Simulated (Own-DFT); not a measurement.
# PBE and PBEsol under strain: C11b WSi2, 30 atoms (Si20W10)

No measurement is shown. These are fixed-geometry runs of a retired plane-wave code named Own-DFT, which no person has reviewed; spin and spin-orbit coupling are neglected.

Limits: forces on such cells failed a check on a denser k mesh; stress not checked against mesh or cutoff.

Each geometry was run with PBE and with PBEsol, otherwise alike: PseudoDojo norm-conserving scalar-relativistic files made for PBE; cutoff 50 hartree; 5 x 5 x 5 k mesh centred on Gamma; cold (Marzari-Vanderbilt) smearing of 0.2 eV. Unstrained cell vectors in Å: (-2.148, -5.953, 3.409); (-6.444, 2.976, 1.136); (-2.553, -2.948, -6.757). Each has a uniform strain, of which the change of volume is shown, and random moves of rms u per axis.

```
run,volume change (%),u (Å),P with PBE (GPa),P with PBEsol (GPa)
1,1.05,0.0452,3.83,-0.22
2,-1.01,0.0475,9.26,5.11
3,3.63,0.0501,-1.92,-5.82
4,3.37,0.0527,-1.08,-5.03
5,2.89,0.0475,-0.51,-4.46
6,3.37,0.0569,-1.32,-5.25
7,-0.36,0.0529,7.50,3.40
8,-0.53,0.0537,9.15,5.04
9,3.44,0.0508,-1.01,-4.93
10,-1.85,0.0481,11.53,7.33
11,-0.04,0.0527,8.06,?
```

Q: by how much does PBEsol shrink this cell, and what belongs in the blank?

## Worked answer

Write v for the change of volume as a fraction. Fitted to v and u², the PBE pressure has a slope of -247 ± 7 GPa in v, with the ions held to the strained lattice. The difference PBEsol less PBE is -4.10 + 5.0 v GPa (slope ± 0.2) and averages -4.03 GPa. Divided by the mean slope of the two, 245 GPa, that makes PBEsol's volume at a given pressure, near 2 GPa, about 1.6 % smaller, or 0.55 % in lengths. At one volume PBEsol's slope is the smaller by 5 GPa, but its pressure there is lower too. If stiffness rises by about 4 GPa for each GPa, PBEsol at equal pressure is stiffer by about 11 GPa. Files made for PBEsol would give a different shift.

For run 11 the line gives 3.96 GPa. The hidden result is 3.97 GPa.
